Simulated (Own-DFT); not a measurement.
# A layer strained by its substrate: wurtzite GaN, 72 atoms (Ga36N36)

Everything here is calculated. The program is Own-DFT (plane waves, in-house, since retired, never reviewed by a person); positions were held fixed, and spin and spin-orbit coupling were off.

Settings: PBE; PseudoDojo norm-conserving scalar-relativistic files (stringent for Ga); cutoff 96 hartree; 4 x 4 x 3 k mesh centred on Gamma; Gaussian smearing of 0.01 eV.

Keep in mind: forces not confirmed at this smearing and k mesh; stress not checked against mesh or cutoff.

Unstrained cell vectors in Å: (9.567, 0.000, 0.000); (-4.784, 8.285, 0.000); (0.000, 0.000, 10.370). The unstrained cell has measured lattice constants (interpolated for alloys), not those of this functional. That, the random moves and any unrelaxed bonds set the pressure at no strain. Each run strains x and y alike by e, as a substrate would, and holds the height along z. All atoms carry random offsets, Gaussian with a width of 0.05 Å per axis. Stress is positive in tension.

```
e (%),u (Å),(s_xx + s_yy)/2 (GPa),s_zz (GPa)
-3.00,0.052,-25.22,-13.28
-2.25,0.054,-20.69,-11.02
-1.75,0.053,-17.51,-10.49
-1.00,0.050,-12.64,-8.80
-0.50,0.050,-8.76,-9.42
1.50,0.051,0.29,-4.44
1.75,0.052,1.34,-4.48
2.00,0.054,?,?
2.50,0.052,4.69,-5.30
2.75,0.053,4.94,-1.98
```

## Analysis

With e as a fraction, the in-plane stress is -6.8 + 528 e - 3325 e² GPa (errors 8 and 557, scatter 0.47), and s_zz is -7.7 + 169 e GPa (slope ± 16, scatter 0.98). At e = 0 the first slope is C11 + C12 and the second 2 C13, both with the ions held to the strained lattice and at the cell's own pressure. The term in e² is negative: the layer stiffens under compression and softens under tension. A free layer would change its height as e changes, and the in-plane slope would drop by 2 C13²/C33 to the biaxial modulus. At fixed height, a misfit of 1 % moves the in-plane stress by about 5.3 GPa and s_zz by 1.7 GPa.

## The run left out

The question: what are the two stresses at e = 2.00 %?

The fit gives 2.4 and -4.3 GPa. The hidden result is 2.02 and -4.81 GPa.
